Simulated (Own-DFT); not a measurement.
# Computed records: Hf16O31 (monoclinic hafnia with two neutral oxygen vacancies, strained, atoms displaced)

All values are calculated (Own-DFT development build). A calculation, not a measurement: plane-wave PBE and HSE06 DFT by an unreviewed code, no spin, of a simulated cell at Gamma alone, so results move with cell size and shape, stress positive in tension, energies less offsets, not probed for a lower state with spin; hafnium file: forces about 75 meV/angstrom off all-electron values; oxygen file: force components 24 meV/angstrom off all-electron in a glass; k mesh not checked against a denser one; forces and stress are PBE's, HSE06 gives the energy alone, and its difference from PBE has offsets of its own; offsets are fitted by least squares, one for each functional and potential file, so energies compare only between cells with the same atoms and settings and are not formation energies; the far tail of each file's local potential was reset to the Coulomb form; each entry is a single point on an unrelaxed cell, so the pressure reflects the starting lattice, mostly measured values, from which strain is counted, and rises with the displacements; printed positions are rounded, which can move forces by about a meV/angstrom; the program is a retired in-house code; no spin-orbit coupling.

Common to all runs: first functional PBE; second functional HSE06; exact exchange share 0.25; screening 0.11 1/bohr; exchange divergence Gygi-Baldereschi; potential files PseudoDojo norm-conserving, scalar-relativistic, made for PBE, standard set; wave cutoff 48 hartree; occupations fixed; k mesh 1 x 1 x 1 centred on Gamma.

(1) 
```cif
# cell vector a (Å): 10.0808 0.1120 0.0199
# cell vector b (Å): 0.1133 10.2325 0.0746
# cell vector c (Å): -1.6498 0.0567 10.2439
data_Hf16O31
_symmetry_space_group_name_H-M 'P 1'
_symmetry_Int_Tables_number 1
_cell_length_a 10.0814
_cell_length_b 10.2334
_cell_length_c 10.3761
_cell_angle_alpha 89.375
_cell_angle_beta 99.032
_cell_angle_gamma 88.728
_cell_volume 1056.83
loop_
_atom_site_label
_atom_site_type_symbol
_atom_site_fract_x
_atom_site_fract_y
_atom_site_fract_z
_atom_site_occupancy
Hf1 Hf 0.13788 0.02030 0.09979 1
Hf2 Hf 0.35901 0.26777 0.14635 1
Hf3 Hf 0.36676 0.47870 0.39361 1
Hf4 Hf 0.14067 0.22760 0.35179 1
O1 O 0.03553 0.16881 0.17913 1
O2 O 0.46242 0.41784 0.07801 1
O3 O 0.45984 0.33480 0.32195 1
O4 O 0.03616 0.08034 0.42195 1
O5 O 0.21985 0.38113 0.24011 1
O6 O 0.27686 0.12881 0.01193 1
O7 O 0.27905 0.11745 0.26277 1
O8 O 0.22529 0.37262 0.48441 1
Hf5 Hf 0.13280 0.01593 0.60320 1
Hf6 Hf 0.36601 0.26715 0.64276 1
Hf7 Hf 0.35786 0.47733 0.89791 1
Hf8 Hf 0.14208 0.22442 0.85521 1
O9 O 0.45821 0.41083 0.57642 1
O10 O 0.46280 0.33699 0.82159 1
O11 O 0.22848 0.37641 0.74169 1
O12 O 0.27706 0.12822 0.50756 1
O13 O 0.27050 0.12002 0.75953 1
O14 O 0.22769 0.37407 0.99238 1
Hf9 Hf 0.13666 0.51838 0.10097 1
Hf10 Hf 0.35469 0.77315 0.14684 1
Hf11 Hf 0.36585 0.98408 0.40105 1
Hf12 Hf 0.14177 0.72491 0.35257 1
O15 O 0.04016 0.66529 0.17829 1
O16 O 0.46571 0.91752 0.07854 1
O17 O 0.46020 0.82977 0.33346 1
O18 O 0.03645 0.58279 0.42789 1
O19 O 0.22421 0.87546 0.24015 1
O20 O 0.27363 0.63433 0.01463 1
O21 O 0.27586 0.62274 0.26162 1
O22 O 0.22142 0.87700 0.48550 1
Hf13 Hf 0.13567 0.51885 0.60465 1
Hf14 Hf 0.36399 0.76505 0.64211 1
Hf15 Hf 0.36352 0.98362 0.89519 1
Hf16 Hf 0.13969 0.73506 0.85216 1
O23 O 0.03792 0.66510 0.67651 1
O24 O 0.46533 0.91346 0.57859 1
O25 O 0.46142 0.83068 0.82553 1
O26 O 0.03831 0.58480 0.92221 1
O27 O 0.22307 0.87617 0.73764 1
O28 O 0.27266 0.63192 0.50847 1
O29 O 0.27414 0.62643 0.75836 1
O30 O 0.22404 0.87448 0.99274 1
Hf17 Hf 0.63865 0.01693 0.10470 1
Hf18 Hf 0.85611 0.26618 0.13464 1
Hf19 Hf 0.86452 0.48317 0.39546 1
Hf20 Hf 0.63917 0.23034 0.35326 1
O31 O 0.53888 0.16434 0.17257 1
O32 O 0.96930 0.41427 0.07290 1
O33 O 0.96089 0.33843 0.32202 1
O34 O 0.53750 0.08201 0.41871 1
O35 O 0.72812 0.38065 0.23969 1
O36 O 0.77249 0.11945 0.01172 1
O37 O 0.77418 0.12218 0.25788 1
O38 O 0.72369 0.37008 0.49213 1
Hf21 Hf 0.64073 0.01582 0.60576 1
Hf22 Hf 0.86048 0.27158 0.64704 1
Hf23 Hf 0.86626 0.47766 0.89439 1
Hf24 Hf 0.63854 0.22816 0.85689 1
O39 O 0.53541 0.17138 0.67655 1
O40 O 0.96044 0.41683 0.57852 1
O41 O 0.96529 0.34137 0.82537 1
O42 O 0.53395 0.08526 0.92586 1
O43 O 0.72080 0.38041 0.74198 1
O44 O 0.76920 0.12571 0.51170 1
O45 O 0.77041 0.12128 0.75877 1
O46 O 0.72805 0.36954 0.98516 1
Hf25 Hf 0.63181 0.52544 0.09952 1
Hf26 Hf 0.86059 0.76657 0.14318 1
Hf27 Hf 0.86297 0.98418 0.39460 1
Hf28 Hf 0.64041 0.73189 0.35127 1
O47 O 0.53672 0.66340 0.17376 1
O48 O 0.96004 0.91937 0.07619 1
O49 O 0.96549 0.83398 0.32965 1
O50 O 0.53539 0.58738 0.42421 1
O51 O 0.72286 0.87880 0.23474 1
O52 O 0.77936 0.62371 0.01182 1
O53 O 0.77079 0.62215 0.25819 1
O54 O 0.72650 0.87193 0.48911 1
Hf29 Hf 0.63599 0.52221 0.60805 1
Hf30 Hf 0.86345 0.77248 0.65050 1
Hf31 Hf 0.85719 0.97908 0.89978 1
Hf32 Hf 0.63333 0.73024 0.85306 1
O55 O 0.53955 0.66803 0.68075 1
O56 O 0.96447 0.91671 0.57995 1
O57 O 0.96014 0.83061 0.82513 1
O58 O 0.53966 0.57990 0.92383 1
O59 O 0.72769 0.87510 0.74150 1
O60 O 0.78049 0.62620 0.50807 1
O61 O 0.77446 0.62229 0.75802 1
O62 O 0.72714 0.87170 0.98939 1
_calc_PBE_energy_of_cell_above_offsets '-87.731'  # eV
_calc_HSE06_less_PBE_above_offsets '-0.824'  # eV
_calc_PBE_pressure 16.12  # GPa
_calc_PBE_stress_xx -15.99  # GPa
_calc_PBE_stress_yy -14.93  # GPa
_calc_PBE_stress_zz -17.45  # GPa
_calc_PBE_stress_yz 1.05  # GPa
_calc_PBE_stress_xz -0.65  # GPa
_calc_PBE_stress_xy 2.95  # GPa
```

Force:
```csv
element,x (eV/Å),y (eV/Å),z (eV/Å)
Hf,-0.954,-0.113,1.324
Hf,0.517,0.634,0.093
Hf,-1.214,0.59,0.171
Hf,-0.93,1.436,1.022
O,0.33,-1.11,-1.783
O,0.032,-0.496,0.189
O,1.148,-0.835,0.353
O,-0.25,0.415,0.061
O,0.323,-0.637,-0.197
O,-0.621,-0.045,-0.493
O,0.057,0.656,-1.171
O,-0.429,-0.121,0.319
Hf,0.253,0.962,0.495
Hf,-2.376,0.41,-0.203
Hf,0.652,0.684,-0.798
Hf,-0.872,1.088,-0.471
O,1.964,1.868,-0.108
O,0.613,-0.171,1.141
O,-0.985,0.081,-0.032
O,-0.144,0.103,0.709
O,-0.015,-0.078,-0.28
O,-0.607,-0.935,-0.474
Hf,0.057,0.594,0.765
Hf,1.242,-0.461,0.296
Hf,-0.528,-1.322,-0.844
Hf,-0.645,1.453,1.18
O,-1.095,0.069,-1.023
O,-0.355,-0.361,0.038
O,0.615,-0.127,-0.377
O,-0.128,0.254,-0.76
O,-0.781,0.844,-0.325
O,0.486,-0.368,-0.762
O,0.96,-0.668,-0.395
O,0.086,-0.57,0.528
Hf,0.574,-0.329,0.107
Hf,-1.579,0.837,-0.341
Hf,-0.13,-1.272,0.015
Hf,0.048,-0.624,0.739
O,-0.623,0.251,-0.395
O,0.713,0.532,0.706
O,-0.215,0.719,0.619
O,-0.227,0.156,-0.516
O,0.096,0.302,0.116
O,0.585,-0.521,0.466
O,0.831,-1.087,0.46
O,-0.034,0.283,-0.766
Hf,-0.724,0.127,0.579
Hf,0.683,1.446,2.221
Hf,-0.675,-0.755,-0.516
Hf,0.364,0.724,0.136
O,-0.971,0.74,-0.226
O,-0.531,-0.619,0.372
O,1.112,-1.037,0.184
O,-0.085,0.058,0.405
O,-0.954,-0.257,-0.672
O,0.576,0.976,-0.422
O,0.63,-0.076,0.116
O,-0.344,-0.038,-0.325
Hf,-0.645,0.593,-0.256
Hf,0.13,-0.49,-0.125
Hf,-1.025,1.659,0.062
Hf,-0.468,0.985,-0.443
O,1.134,-1.773,-0.705
O,0.648,-0.255,0.578
O,1.827,-2.503,-0.69
O,-0.362,-0.067,-0.832
O,0.1,-0.296,-0.186
O,1.14,0.557,0.102
O,0.68,-0.237,0.515
O,-0.454,-0.497,0.192
Hf,1.413,-1.634,1.56
Hf,0.427,-0.142,0.75
Hf,0.051,-1.111,-0.191
Hf,-0.309,-0.113,0.997
O,-1.502,1.372,-0.012
O,1.195,0.348,0.346
O,-0.374,-0.063,-0.331
O,-0.111,-0.355,0.318
O,0.024,-0.378,0.832
O,-0.002,0.803,-0.121
O,1.105,0.184,-0.24
O,-0.326,0.01,0.065
Hf,0.968,-0.644,-1.058
Hf,-0.123,-1.615,-1.756
Hf,1.446,0.163,-1.428
Hf,1.531,-0.284,1.447
O,-0.727,-0.423,-1.386
O,0.048,0.491,0.107
O,0.517,0.746,1.313
O,-1.06,0.237,-1.323
O,-1.21,0.804,0.063
O,-0.76,0.671,0.731
O,0.355,-0.248,0.167
O,-0.808,-0.75,-0.316
```

(2) 
```cif
# cell vector a (Å): 10.3884 0.1419 0.1371
# cell vector b (Å): 0.1435 10.4674 0.1151
# cell vector c (Å): -1.5812 0.0927 10.3459
data_Hf16O31
_symmetry_space_group_name_H-M 'P 1'
_symmetry_Int_Tables_number 1
_cell_length_a 10.3903
_cell_length_b 10.4690
_cell_length_c 10.4664
_cell_angle_alpha 88.989
_cell_angle_beta 97.925
_cell_angle_gamma 88.424
_cell_volume 1126.93
loop_
_atom_site_label
_atom_site_type_symbol
_atom_site_fract_x
_atom_site_fract_y
_atom_site_fract_z
_atom_site_occupancy
Hf1 Hf 0.13889 0.02456 0.10857 1
Hf2 Hf 0.35684 0.26901 0.14075 1
Hf3 Hf 0.35590 0.47762 0.38920 1
Hf4 Hf 0.14536 0.23456 0.35109 1
O1 O 0.03663 0.16418 0.17026 1
O2 O 0.02908 0.09116 0.41487 1
O3 O 0.21695 0.38424 0.24262 1
O4 O 0.26838 0.13430 0.00986 1
O5 O 0.27686 0.12407 0.25388 1
O6 O 0.21566 0.37166 0.49226 1
Hf5 Hf 0.14162 0.01350 0.59308 1
Hf6 Hf 0.36067 0.26185 0.64122 1
Hf7 Hf 0.36938 0.48420 0.89903 1
Hf8 Hf 0.13436 0.22119 0.84941 1
O7 O 0.02722 0.16533 0.66747 1
O8 O 0.46778 0.41407 0.56904 1
O9 O 0.46409 0.34149 0.82940 1
O10 O 0.02943 0.08216 0.92486 1
O11 O 0.21839 0.38231 0.73753 1
O12 O 0.27926 0.12938 0.51770 1
O13 O 0.27031 0.12306 0.75641 1
O14 O 0.22916 0.37404 0.99469 1
Hf9 Hf 0.13019 0.51670 0.09604 1
Hf10 Hf 0.36337 0.76223 0.13572 1
Hf11 Hf 0.36809 0.97595 0.39739 1
Hf12 Hf 0.13577 0.72632 0.36231 1
O15 O 0.03242 0.66890 0.16923 1
O16 O 0.46290 0.91653 0.07252 1
O17 O 0.45525 0.83488 0.32391 1
O18 O 0.04586 0.57674 0.42559 1
O19 O 0.22475 0.88052 0.23300 1
O20 O 0.27830 0.62633 0.01597 1
O21 O 0.27642 0.62025 0.26342 1
O22 O 0.20911 0.86274 0.48658 1
Hf13 Hf 0.13776 0.52513 0.60365 1
Hf14 Hf 0.36500 0.77829 0.64608 1
Hf15 Hf 0.36002 0.97610 0.90266 1
Hf16 Hf 0.14059 0.72987 0.85940 1
O23 O 0.03767 0.66582 0.66752 1
O24 O 0.45761 0.91825 0.57834 1
O25 O 0.46307 0.83048 0.82149 1
O26 O 0.03189 0.58682 0.92538 1
O27 O 0.21557 0.88675 0.73640 1
O28 O 0.26809 0.62302 0.51519 1
O29 O 0.27268 0.62507 0.76375 1
O30 O 0.21967 0.87017 0.99294 1
Hf17 Hf 0.63866 0.02746 0.09643 1
Hf18 Hf 0.86308 0.27561 0.13389 1
Hf19 Hf 0.86529 0.48605 0.39469 1
Hf20 Hf 0.63746 0.22611 0.35828 1
O31 O 0.52866 0.16633 0.17511 1
O32 O 0.96471 0.41758 0.07871 1
O33 O 0.96271 0.33622 0.32413 1
O34 O 0.53772 0.08377 0.42855 1
O35 O 0.72147 0.38344 0.24951 1
O36 O 0.76841 0.12987 0.00757 1
O37 O 0.77215 0.11701 0.25993 1
O38 O 0.72390 0.36633 0.49490 1
Hf21 Hf 0.63733 0.01734 0.60457 1
Hf22 Hf 0.86049 0.26752 0.64788 1
Hf23 Hf 0.86183 0.48162 0.90131 1
Hf24 Hf 0.64509 0.22073 0.85349 1
O39 O 0.53912 0.16893 0.67452 1
O40 O 0.96277 0.41218 0.57509 1
O41 O 0.95872 0.32699 0.82767 1
O42 O 0.53512 0.08253 0.92223 1
O43 O 0.72005 0.37488 0.74181 1
O44 O 0.78228 0.14161 0.51404 1
O45 O 0.77336 0.12002 0.75706 1
O46 O 0.72752 0.37679 0.98877 1
Hf25 Hf 0.63640 0.52022 0.09956 1
Hf26 Hf 0.85545 0.76344 0.14139 1
Hf27 Hf 0.86796 0.98001 0.39450 1
Hf28 Hf 0.63729 0.73210 0.34843 1
O47 O 0.53276 0.67360 0.16911 1
O48 O 0.96122 0.91670 0.07347 1
O49 O 0.95609 0.83854 0.33256 1
O50 O 0.53953 0.57997 0.42003 1
O51 O 0.72479 0.88052 0.24176 1
O52 O 0.78025 0.62727 0.01030 1
O53 O 0.77495 0.61699 0.25987 1
O54 O 0.72871 0.87379 0.49323 1
Hf29 Hf 0.63934 0.52000 0.60477 1
Hf30 Hf 0.86267 0.77690 0.64120 1
Hf31 Hf 0.87022 0.98364 0.89923 1
Hf32 Hf 0.64137 0.72970 0.85362 1
O55 O 0.53951 0.67325 0.67433 1
O56 O 0.95783 0.91833 0.56557 1
O57 O 0.96073 0.83058 0.83118 1
O58 O 0.53989 0.58343 0.92721 1
O59 O 0.72625 0.88517 0.74120 1
O60 O 0.77421 0.62535 0.51022 1
O61 O 0.76992 0.62678 0.75803 1
O62 O 0.73699 0.86894 0.98744 1
_calc_PBE_energy_of_cell_above_offsets '-87.021'  # eV
_calc_HSE06_less_PBE_above_offsets '1.224'  # eV
_calc_PBE_pressure 0.43  # GPa
_calc_PBE_stress_xx 3.04  # GPa
_calc_PBE_stress_yy 0.36  # GPa
_calc_PBE_stress_zz -4.68  # GPa
_calc_PBE_stress_yz 2.1  # GPa
_calc_PBE_stress_xz 2.64  # GPa
_calc_PBE_stress_xy 2.36  # GPa
```

Force:
```csv
element,x (eV/Å),y (eV/Å),z (eV/Å)
Hf,-0.668,-1.538,-0.267
Hf,0.316,0.748,0.887
Hf,1.449,-0.449,1.185
Hf,-1.941,0.233,0.879
O,-0.913,1.317,-0.073
O,1.518,-0.207,0.443
O,0.603,-0.576,-0.504
O,0.188,-1.139,-0.688
O,0.005,-0.32,1.03
O,1.318,-0.702,-0.859
Hf,-2.61,2.199,0.513
Hf,0.158,2.914,1.068
Hf,-0.628,-1.09,-1.06
Hf,-0.315,1.765,-0.926
O,1.787,-1.388,0.683
O,-0.783,-0.283,0.111
O,0.603,-0.988,0.077
O,1.358,0.857,-0.204
O,0.461,-0.817,0.625
O,-0.424,-1.223,-1.731
O,0.533,-0.592,0.54
O,0.35,-0.046,-0.545
Hf,0.99,1.058,1.737
Hf,-1.887,1.419,1.89
Hf,-0.595,0.971,-1.488
Hf,-0.049,-0.089,-2.308
O,0.146,-0.276,0.473
O,0.148,-0.137,0.188
O,1.406,-0.726,0.379
O,-1.486,0.528,-1.661
O,-0.103,-0.1,0.969
O,-0.629,0.147,-0.771
O,-0.328,0.8,-0.305
O,1.722,1.283,0.507
Hf,-0.435,-2.459,1.487
Hf,-0.942,-2.879,0.6
Hf,0.379,0.604,-1.053
Hf,-0.944,0.151,-1.095
O,-1.297,1.606,0.841
O,0.583,0.733,-0.318
O,-0.698,0.966,0.927
O,0.165,-0.148,-0.635
O,0.845,-0.95,0.867
O,1.529,1.345,-0.344
O,0.462,0.45,0.458
O,0.91,-0.111,-1.199
Hf,-0.773,-1.256,2.254
Hf,-0.494,-0.987,3.614
Hf,-0.017,-2.652,1.433
Hf,1.097,1.49,-0.215
O,0.359,0.094,-0.358
O,-0.008,0.071,-0.422
O,0.438,-0.255,-0.924
O,-0.707,-0.544,-0.573
O,0.203,-0.536,-1.697
O,0.805,0.598,0.169
O,-0.454,0.963,-0.898
O,-0.177,1.03,-0.61
Hf,0.949,1.15,0.238
Hf,0.192,1.624,-1.172
Hf,0.606,-0.246,-2.581
Hf,-1.659,2.425,-1.201
O,-0.304,-0.643,-0.07
O,0.024,0.79,0.075
O,0.174,0.698,1.328
O,-0.581,-0.143,-0.451
O,0.003,0.717,0.487
O,-1.525,-2.346,-0.884
O,0.028,-0.314,0.575
O,-0.199,-0.562,0.5
Hf,-0.342,-0.709,2.098
Hf,1.379,1.851,0.825
Hf,-1.441,1.962,-0.684
Hf,-0.369,-0.372,1.056
O,1.7,-1.025,-0.033
O,0.44,0.011,1.305
O,2.123,-2.762,-1.158
O,-0.422,0.46,-0.62
O,-0.741,-0.508,-0.91
O,-0.791,-0.187,-0.112
O,-0.308,1.401,-0.794
O,-0.983,-0.299,-0.555
Hf,-0.612,-0.878,-0.901
Hf,0.145,-1.059,0.816
Hf,-0.391,-1.737,-0.671
Hf,0.186,0.653,-0.371
O,-0.661,-0.153,-0.49
O,1.443,-0.109,2.259
O,0.693,-0.247,-0.896
O,-0.272,0.211,-0.484
O,-0.343,-0.637,-0.212
O,0.195,1.02,-0.053
O,0.683,-0.821,0.557
O,-1.548,-0.094,0.081
```

(3) 
```cif
# cell vector a (Å): 10.1511 0.0486 -0.1270
# cell vector b (Å): 0.0491 10.2080 -0.0789
# cell vector c (Å): -1.8114 -0.0877 10.5709
data_Hf16O31
_symmetry_space_group_name_H-M 'P 1'
_symmetry_Int_Tables_number 1
_cell_length_a 10.1520
_cell_length_b 10.2084
_cell_length_c 10.7253
_cell_angle_alpha 90.952
_cell_angle_beta 100.442
_cell_angle_gamma 89.445
_cell_volume 1092.95
loop_
_atom_site_label
_atom_site_type_symbol
_atom_site_fract_x
_atom_site_fract_y
_atom_site_fract_z
_atom_site_occupancy
Hf1 Hf 0.14077 0.01857 0.10418 1
Hf2 Hf 0.36618 0.26984 0.14667 1
Hf3 Hf 0.36090 0.48270 0.39816 1
Hf4 Hf 0.13521 0.23403 0.35295 1
O1 O 0.03531 0.16912 0.16987 1
O2 O 0.46109 0.41811 0.07237 1
O3 O 0.46558 0.33590 0.32391 1
O4 O 0.03912 0.08232 0.42602 1
O5 O 0.23066 0.37892 0.24130 1
O6 O 0.27957 0.12934 0.00839 1
O7 O 0.27608 0.12454 0.25560 1
O8 O 0.22450 0.37114 0.48722 1
Hf5 Hf 0.13754 0.01635 0.60587 1
Hf6 Hf 0.36042 0.27537 0.65200 1
Hf7 Hf 0.36066 0.47821 0.89498 1
Hf8 Hf 0.13676 0.22830 0.85762 1
O9 O 0.03788 0.16525 0.67806 1
O10 O 0.46492 0.41418 0.57738 1
O11 O 0.46473 0.33543 0.82559 1
O12 O 0.03799 0.08411 0.92403 1
O13 O 0.22435 0.37592 0.74007 1
O14 O 0.27563 0.12791 0.50520 1
O15 O 0.27330 0.11931 0.75892 1
O16 O 0.22435 0.36971 0.99153 1
Hf9 Hf 0.13896 0.51958 0.10394 1
Hf10 Hf 0.36436 0.76668 0.14377 1
Hf11 Hf 0.36331 0.98218 0.39860 1
Hf12 Hf 0.13413 0.72987 0.35231 1
O17 O 0.03353 0.67034 0.17265 1
O18 O 0.46628 0.90935 0.07945 1
O19 O 0.46129 0.83255 0.32345 1
O20 O 0.03901 0.57959 0.42158 1
O21 O 0.22595 0.88225 0.23976 1
O22 O 0.27402 0.63305 0.00473 1
O23 O 0.22686 0.87324 0.48918 1
Hf13 Hf 0.13409 0.51382 0.60268 1
Hf14 Hf 0.36398 0.77169 0.64481 1
Hf15 Hf 0.36760 0.98348 0.89346 1
Hf16 Hf 0.13675 0.72693 0.84913 1
O24 O 0.03470 0.66908 0.67416 1
O25 O 0.46039 0.91922 0.57458 1
O26 O 0.47226 0.82786 0.82760 1
O27 O 0.03598 0.58909 0.92501 1
O28 O 0.22481 0.87450 0.73955 1
O29 O 0.28092 0.62159 0.76300 1
O30 O 0.22253 0.87035 0.99019 1
Hf17 Hf 0.64195 0.02271 0.10258 1
Hf18 Hf 0.85562 0.27223 0.15063 1
Hf19 Hf 0.86395 0.47590 0.39969 1
Hf20 Hf 0.63739 0.23182 0.35031 1
O31 O 0.53957 0.16504 0.17091 1
O32 O 0.96522 0.42176 0.07781 1
O33 O 0.96422 0.33064 0.32391 1
O34 O 0.53668 0.08081 0.42552 1
O35 O 0.72535 0.37381 0.23994 1
O36 O 0.77283 0.12640 0.00549 1
O37 O 0.77406 0.12153 0.25633 1
O38 O 0.72543 0.36798 0.48742 1
Hf21 Hf 0.63980 0.01885 0.60177 1
Hf22 Hf 0.86026 0.27055 0.64113 1
Hf23 Hf 0.85923 0.48265 0.89972 1
Hf24 Hf 0.64061 0.22853 0.85316 1
O39 O 0.53710 0.16663 0.66621 1
O40 O 0.96636 0.42148 0.57859 1
O41 O 0.96269 0.33212 0.82784 1
O42 O 0.54255 0.08451 0.92355 1
O43 O 0.72384 0.37484 0.74102 1
O44 O 0.77777 0.12911 0.50376 1
O45 O 0.77593 0.11715 0.75919 1
O46 O 0.72740 0.36434 0.98412 1
Hf25 Hf 0.63697 0.52226 0.10481 1
Hf26 Hf 0.86275 0.76986 0.14647 1
Hf27 Hf 0.86354 0.97978 0.39335 1
Hf28 Hf 0.63827 0.73130 0.35454 1
O47 O 0.53703 0.67321 0.17392 1
O48 O 0.96584 0.91495 0.07207 1
O49 O 0.96220 0.83551 0.33198 1
O50 O 0.53793 0.57695 0.41964 1
O51 O 0.72225 0.87871 0.24404 1
O52 O 0.77572 0.62784 0.00657 1
O53 O 0.77349 0.62047 0.26470 1
O54 O 0.72688 0.87059 0.49051 1
Hf29 Hf 0.63692 0.51830 0.59812 1
Hf30 Hf 0.86107 0.77140 0.64633 1
Hf31 Hf 0.85959 0.97895 0.89484 1
Hf32 Hf 0.63503 0.72730 0.85344 1
O55 O 0.53515 0.66665 0.67264 1
O56 O 0.96758 0.91803 0.57533 1
O57 O 0.96523 0.83793 0.82751 1
O58 O 0.53633 0.58609 0.92681 1
O59 O 0.72459 0.87864 0.73879 1
O60 O 0.77448 0.62911 0.51245 1
O61 O 0.77981 0.62218 0.75843 1
O62 O 0.72439 0.87492 0.99448 1
_calc_PBE_energy_of_cell_above_offsets '-90.220'  # eV
_calc_HSE06_less_PBE_above_offsets '0.143'  # eV
_calc_PBE_pressure 7.65  # GPa
_calc_PBE_stress_xx -10.3  # GPa
_calc_PBE_stress_yy -9.21  # GPa
_calc_PBE_stress_zz -3.44  # GPa
_calc_PBE_stress_yz -1.68  # GPa
_calc_PBE_stress_xz -3.08  # GPa
_calc_PBE_stress_xy 2.24  # GPa
```

Force:
```csv
element,x (eV/Å),y (eV/Å),z (eV/Å)
Hf,0.212,0.191,-0.463
Hf,-1.071,-0.164,-0.435
Hf,-0.645,-0.469,-0.435
Hf,1.626,-2.236,-0.284
O,-0.655,0.178,0.265
O,1.1,0.134,0.758
O,0.613,-0.068,0.292
O,-0.503,0.52,-0.723
O,-0.587,1.043,-0.08
O,0.478,-0.307,0.064
O,0.299,-0.039,0.415
O,-0.21,0.785,0.64
Hf,0.789,0.696,-0.494
Hf,0.572,-1.755,-1.798
Hf,-0.514,0.712,0.315
Hf,-0.345,-0.434,-0.047
O,-0.918,0.423,-0.824
O,-0.006,0.401,-0.214
O,0.562,-0.243,0.292
O,-0.58,-0.149,-0.111
O,-0.629,0.519,0.015
O,0.037,0.742,0.932
O,0.961,0.057,0.326
O,-0.099,0.476,-0.151
Hf,0.235,0.245,-0.243
Hf,-1.578,1.592,-0.254
Hf,-0.855,0.088,-1.015
Hf,1.325,0.127,0.703
O,0.629,-0.604,0.079
O,0.712,1.255,-0.884
O,0.68,-0.34,0.78
O,-0.341,-0.002,-0.092
O,-0.499,-0.873,0.187
O,0.387,-1.041,0.932
O,-0.457,-1.222,-0.05
Hf,1.943,2.24,0.781
Hf,-0.965,-0.13,-0.49
Hf,-1.069,-1.085,0.907
Hf,0.408,0.904,1.302
O,0.311,-0.896,-0.836
O,0.932,-0.334,0.845
O,-1.719,1.698,-0.05
O,-0.755,-0.66,-0.064
O,0.38,0.392,-0.008
O,0.012,-0.471,-0.891
O,0.354,0.429,-0.516
Hf,-0.115,-1.527,0.167
Hf,1.942,-1.1,-2.35
Hf,-0.233,1.25,-0.694
Hf,-0.463,-1.508,0.747
O,-0.893,0.712,0.084
O,-0.578,-0.531,0.609
O,-0.705,0.991,0.852
O,0.511,0.826,-0.877
O,-0.918,1.142,0.037
O,0.702,0.592,0.957
O,0.817,0.014,0.17
O,0.017,0.613,0.187
Hf,-0.079,0.275,0.1
Hf,0.32,-0.688,1.711
Hf,1.112,-0.572,-1.03
Hf,0.503,-0.341,-0.972
O,-0.684,0.437,0.756
O,-1.389,-1.39,-0.219
O,0.063,0.412,-0.14
O,-1.489,-0.47,-0.456
O,-0.165,0.614,-0.92
O,-0.004,0.185,0.644
O,0.387,0.596,-0.48
O,-0.575,1.186,1.285
Hf,-0.257,0.149,-0.389
Hf,-0.376,1.116,-0.395
Hf,-0.592,0.75,0.891
Hf,-0.199,0.352,0.298
O,0.885,-1.642,-0.432
O,-0.276,-0.443,0.951
O,0.611,-0.986,-0.933
O,-0.279,0.439,-0.156
O,-0.007,0.055,-0.451
O,-0.184,0.187,1.161
O,0.652,-0.516,-0.383
O,-0.187,0.087,-0.123
Hf,0.238,0.315,1.415
Hf,0.021,0.427,0.198
Hf,0.479,0.15,0.383
Hf,1.798,-0.103,0.148
O,0.326,-0.704,-0.514
O,-0.742,-0.678,0.253
O,0.323,-0.439,-0.52
O,-0.39,-0.558,0.013
O,-0.562,-0.216,0.057
O,0.362,-0.442,-0.364
O,-0.218,-0.362,0.048
O,-0.06,-0.977,-0.699
```
